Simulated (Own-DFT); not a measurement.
# One host, several defects: zincblende GaAs

No measurement is shown. These are fixed-geometry runs of a retired plane-wave code named Own-DFT, which no person has reviewed; spin and spin-orbit coupling are neglected.

All runs used: PBE; PseudoDojo norm-conserving scalar-relativistic files; cutoff 42 hartree; 3 x 3 x 3 k mesh centred on Gamma; Fermi-Dirac smearing of 0.1 eV.

Limits (not all hold for every row): not probed for a lower state with spin; forces on such cells failed a check on a denser k mesh; forces not confirmed at this smearing and k mesh; forces on such cells passed a denser k mesh, each cell not checked; stress not checked against mesh or cutoff.

All runs share one cell, with vectors in Å (11.307, 0.000, 0.000); (0.000, 11.307, 0.000); (0.000, 0.000, 11.307) and a volume of 1445.4 Å³. Atoms were moved at random from their sites; u is the rms move along one axis. The defect's site can differ from row to row.

| cell | formula | u (Å) | P (GPa) |
|---|---|---|---|
| no defect | As32Ga32 | 0.0186 | 3.50 |
| no defect | As32Ga32 | 0.0194 | 3.51 |
| no defect | As32Ga32 | 0.0478 | 3.98 |
| one As on a Ga site and one Ga on an As site | As32Ga32 | 0.0273 | 3.92 |
| one As on a Ga site and one Ga on an As site | As32Ga32 | 0.0285 | 3.89 |
| one As on a Ga site and one Ga on an As site | As32Ga32 | 0.0503 | 4.29 |
| one As on a Ga site and one Ga on an As site | As32Ga32 | 0.0515 | ? |
| two As vacancies | As30Ga32 | 0.0285 | 3.18 |
| two As vacancies | As30Ga32 | 0.0297 | 3.14 |
| two As vacancies | As30Ga32 | 0.0521 | 3.56 |
| two Ga vacancies | As32Ga30 | 0.0260 | 2.98 |
| two Ga vacancies | As32Ga30 | 0.0295 | 2.90 |
| two Ga vacancies | As32Ga30 | 0.0331 | 3.02 |
| one In on a Ga site | As32Ga31In | 0.0289 | 4.26 |
| one In on a Ga site | As32Ga31In | 0.0305 | 4.30 |
| one In on a Ga site | As32Ga31In | 0.0529 | 4.70 |

## Working it out

P = P0 + c u² + a shift for each defect gives P0 = 3.44 GPa, c = 224 ± 12 GPa/Å² and a scatter of 0.04 GPa. The shifts, and each times the cell's volume:

- one In on a Ga site: 0.64 ± 0.03 GPa, 5.8 eV
- one As on a Ga site and one Ga on an As site: 0.29 ± 0.03 GPa, 2.6 eV
- two As vacancies: -0.47 ± 0.03 GPa, -4.3 eV (-2.1 eV for each of its 2 sites)
- two Ga vacancies: -0.67 ± 0.03 GPa, -6.0 eV (-3.0 eV for each of its 2 sites)

A positive shift means that the defect pushes the cell outwards. Shift times volume (160.2 GPa Å³ is 1 eV) depends little on the cell's size, so, taken for each site, it can be compared between cells at like pressure. The atoms around the defects weren't relaxed, which would change these numbers.

## Withheld run

Question: what pressure belongs in the blank (one As on a Ga site and one Ga on an As site, u = 0.0515 Å)?

The fit gives 4.32 ± 0.05 GPa. The hidden result is 4.31 GPa.
